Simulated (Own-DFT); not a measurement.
GaP (zincblende, atoms displaced) (calculated)

All values are calculated (Own-DFT development build). A calculation, not a measurement: plane-wave PBE density functional theory by an unreviewed code, no spin, of a simulated periodic cell, stress positive in tension, free energy of the whole cell less one offset for each atom, forces on such cells passed a denser k mesh, this cell's mesh not checked; offsets are fitted by least squares, one for each functional and potential file, so energies compare only between cells with the same atoms and settings and are not formation energies; the far tail of each file's local potential was reset to the Coulomb form; each entry is a single point on an unrelaxed cell, so the pressure reflects the starting lattice, mostly measured values (interpolated for alloys), from which strain is counted, and rises with the displacements; printed positions are rounded, which can move forces by about a meV/angstrom; the program, named Own-DFT, is a retired in-house code; no spin-orbit coupling.

```json
{"formula": "GaP", "kind": "zincblende, atoms displaced", "structure": {"cell_angstrom": [[16.3515, 0.0, 0.0], [0.0, 10.901, 0.0], [0.0, 0.0, 10.901]], "atoms_fractional": [["Ga", 0.99058, 0.99684, 0.99823], ["Ga", 0.0079, 0.25625, 0.2613], ["Ga", 0.17438, 0.01059, 0.24073], ["Ga", 0.1687, 0.25429, 0.00574], ["P", 0.08336, 0.12477, 0.12403], ["P", 0.08426, 0.36367, 0.38343], ["P", 0.25037, 0.12964, 0.3817], ["P", 0.24585, 0.37518, 0.12492], ["Ga", 0.99712, 9e-05, 0.50761], ["Ga", 0.99851, 0.24944, 0.75554], ["Ga", 0.16436, 0.0103, 0.75084], ["Ga", 0.17172, 0.2574, 0.5017], ["P", 0.08186, 0.11082, 0.61981], ["P", 0.07513, 0.36948, 0.85679], ["P", 0.2483, 0.1264, 0.85965], ["P", 0.24689, 0.37469, 0.6288], ["Ga", 0.00014, 0.51668, 0.99122], ["Ga", 0.00142, 0.75544, 0.26017], ["Ga", 0.17227, 0.51426, 0.25444], ["Ga", 0.16144, 0.76394, 0.9902], ["P", 0.08426, 0.61667, 0.14059], ["P", 0.08796, 0.88705, 0.37896], ["P", 0.24234, 0.61146, 0.37238], ["P", 0.24691, 0.88387, 0.10414], ["Ga", 0.00724, 0.51355, 0.49947], ["Ga", 0.00102, 0.75146, 0.75466], ["Ga", 0.17098, 0.49556, 0.74545], ["Ga", 0.16361, 0.74289, 0.49407], ["P", 0.07241, 0.60855, 0.61293], ["P", 0.08685, 0.87431, 0.86837], ["P", 0.24376, 0.61567, 0.87862], ["P", 0.25795, 0.8697, 0.61262], ["Ga", 0.34133, 0.00976, 0.99165], ["Ga", 0.33328, 0.25832, 0.25473], ["Ga", 0.49236, 0.01256, 0.26043], ["Ga", 0.49591, 0.25496, 0.00285], ["P", 0.41861, 0.11709, 0.12782], ["P", 0.41783, 0.37056, 0.38408], ["P", 0.58459, 0.13012, 0.3747], ["P", 0.58821, 0.39313, 0.14049], ["Ga", 0.33021, 0.99231, 0.48374], ["Ga", 0.3278, 0.22892, 0.74673], ["Ga", 0.49386, 0.99149, 0.739], ["Ga", 0.49106, 0.25502, 0.50521], ["P", 0.41364, 0.12225, 0.63026], ["P", 0.42384, 0.38091, 0.8702], ["P", 0.57626, 0.12313, 0.85477], ["P", 0.5873, 0.39619, 0.63202], ["Ga", 0.3311, 0.50767, 0.99947], ["Ga", 0.32678, 0.73158, 0.25095], ["Ga", 0.50724, 0.50684, 0.25879], ["Ga", 0.49687, 0.75317, 0.0093], ["P", 0.42947, 0.63194, 0.13069], ["P", 0.39678, 0.89783, 0.36668], ["P", 0.58793, 0.6194, 0.37655], ["P", 0.58551, 0.87064, 0.12769], ["Ga", 0.32754, 0.50605, 0.49527], ["Ga", 0.32937, 0.74943, 0.74332], ["Ga", 0.50127, 0.49651, 0.74808], ["Ga", 0.49976, 0.75913, 0.50441], ["P", 0.41678, 0.63251, 0.62578], ["P", 0.41087, 0.89361, 0.87591], ["P", 0.57572, 0.61837, 0.85303], ["P", 0.57941, 0.88876, 0.609], ["Ga", 0.67024, 0.9961, 0.00489], ["Ga", 0.65791, 0.25983, 0.25548], ["Ga", 0.83266, 0.98368, 0.2432], ["Ga", 0.82995, 0.24723, 0.99622], ["P", 0.7518, 0.13757, 0.12012], ["P", 0.76076, 0.37902, 0.36927], ["P", 0.91807, 0.13673, 0.37651], ["P", 0.92536, 0.38619, 0.12245], ["Ga", 0.6669, 0.98554, 0.50423], ["Ga", 0.66656, 0.23349, 0.75937], ["Ga", 0.83856, 0.99297, 0.75922], ["Ga", 0.82839, 0.2381, 0.49084], ["P", 0.75208, 0.12302, 0.63608], ["P", 0.73575, 0.38201, 0.87221], ["P", 0.90741, 0.135, 0.87331], ["P", 0.915, 0.37386, 0.6318], ["Ga", 0.67743, 0.50181, 0.00062], ["Ga", 0.65673, 0.74279, 0.24129], ["Ga", 0.8343, 0.50098, 0.26478], ["Ga", 0.83377, 0.73999, 0.00764], ["P", 0.75538, 0.62141, 0.12772], ["P", 0.75, 0.87512, 0.39451], ["P", 0.93029, 0.62569, 0.37543], ["P", 0.92642, 0.87659, 0.12296], ["Ga", 0.66908, 0.49602, 0.49993], ["Ga", 0.66007, 0.76788, 0.75249], ["Ga", 0.82655, 0.49755, 0.75958], ["Ga", 0.83356, 0.73703, 0.49639], ["P", 0.74334, 0.62584, 0.62144], ["P", 0.74575, 0.88323, 0.87331], ["P", 0.9094, 0.61937, 0.8711], ["P", 0.91151, 0.86113, 0.62706]]}, "settings": {"functional": "PBE", "potential_files": "PseudoDojo norm-conserving, scalar-relativistic, standard set", "wave_cutoff [hartree]": 42.0, "occupations": "Fermi-Dirac", "smearing_width [eV]": 0.1, "k_mesh": "2 x 3 x 3 centred on Gamma"}, "results": {"free_energy_of_cell_above_offsets [eV]": "-37.062", "pressure [GPa]": 5.23, "stress_xx [GPa]": -5.24, "stress_yy [GPa]": -4.89, "stress_zz [GPa]": -5.55, "stress_yz [GPa]": -0.5, "stress_xz [GPa]": -0.01, "stress_xy [GPa]": -0.84, "force_element": ["Ga", "Ga", "Ga", "Ga", "P", "P", "P", "P", "Ga", "Ga", "Ga", "Ga", "P", "P", "P", "P", "Ga", "Ga", "Ga", "Ga", "P", "P", "P", "P", "Ga", "Ga", "Ga", "Ga", "P", "P", "P", "P", "Ga", "Ga", "Ga", "Ga", "P", "P", "P", "P", "Ga", "Ga", "Ga", "Ga", "P", "P", "P", "P", "Ga", "Ga", "Ga", "Ga", "P", "P", "P", "P", "Ga", "Ga", "Ga", "Ga", "P", "P", "P", "P", "Ga", "Ga", "Ga", "Ga", "P", "P", "P", "P", "Ga", "Ga", "Ga", "Ga", "P", "P", "P", "P", "Ga", "Ga", "Ga", "Ga", "P", "P", "P", "P", "Ga", "Ga", "Ga", "Ga", "P", "P", "P", "P"], "force_x [eV/angstrom]": [1.684, -1.295, -0.494, -1.299, -0.425, 0.959, -0.078, 1.286, -1.104, -1.058, 0.276, -0.913, 0.374, 2.522, -0.823, 1.878, 0.609, 1.437, -2.602, 0.642, -0.686, -0.118, 2.435, 1.169, -3.834, -0.517, -1.961, -0.363, 5.419, -1.749, 0.122, -2.203, -2.34, -0.003, 1.515, 1.092, -0.776, -0.847, -0.458, -0.415, -2.335, 1.519, 0.342, 2.156, -0.122, -2.326, -0.582, 0.03, 1.292, 0.385, -1.506, 1.039, -2.678, 4.504, -0.453, -1.161, 1.161, 0.222, -1.646, -0.838, -0.133, 1.522, 1.9, -0.914, -0.882, 1.844, -0.216, 0.186, -1.237, -2.815, 0.287, -0.973, 0.943, 0.081, -0.419, 0.227, -0.084, 2.028, 1.65, -0.477, -2.361, 1.905, 2.37, 0.386, -0.648, 0.777, -2.62, -1.924, 0.667, -0.22, -0.226, 0.124, 0.73, 0.942, 0.824, 0.697], "force_y [eV/angstrom]": [1.848, -0.638, -0.432, -0.505, 0.153, 2.646, 0.362, 0.95, -0.739, -1.584, -1.726, -1.229, 2.362, 2.022, -0.402, -0.253, -1.398, 0.631, -4.36, -2.21, 2.045, -0.416, 3.008, -0.552, -5.804, -0.856, 0.15, 0.579, 4.98, 1.197, 1.801, 0.164, 0.978, -0.739, -1.228, -0.099, 2.381, 2.044, -0.496, -0.939, 3.658, 3.16, 0.628, -0.663, -0.442, -0.923, -0.885, -3.391, -0.825, 1.719, -0.673, 0.957, -1.47, -5.076, 1.43, 1.671, -0.899, -0.041, 0.244, -0.665, -0.874, -3.522, 2.719, -1.606, 1.315, -0.274, 1.628, 2.542, -1.559, -1.606, -2.203, -0.863, 3.595, 1.866, 0.14, 1.089, -0.706, -2.151, -1.4, 0.241, 1.184, -0.216, 1.081, 1.385, 0.337, -1.312, 0.104, -1.891, -0.033, -1.189, -0.43, -0.263, 0.528, -1.305, 1.512, 0.927], "force_z [eV/angstrom]": [-1.336, -1.969, 0.448, -1.629, -0.246, 0.2, -0.934, 0.577, -0.907, -2.147, -1.232, 0.417, 0.876, 2.846, 3.556, -0.451, 0.485, -0.659, -2.18, 1.553, -2.03, -0.624, 2.346, 1.272, -3.328, -0.834, 0.208, 0.791, 5.581, -0.414, -0.556, 0.672, 1.003, -0.374, 0.025, 0.071, -0.638, -1.495, 1.282, -2.386, 4.513, -0.794, 0.431, 1.386, -1.903, 0.662, 2.771, -1.085, 0.441, -0.939, 0.335, -2.556, 0.781, -3.421, 1.114, -0.224, 1.187, 1.308, -1.254, -1.544, -0.395, -1.245, 3.36, 2.299, -0.117, -0.271, 0.821, 0.413, 1.548, 1.674, -0.816, 0.374, -0.47, -1.321, -1.019, 1.74, -1.185, -0.351, 0.002, -1.008, 0.761, 1.072, -2.167, -0.864, 1.051, -2.994, -0.137, 0.874, -0.533, -0.883, -1.727, 0.428, 0.997, 0.739, 0.281, 0.022]}}
```
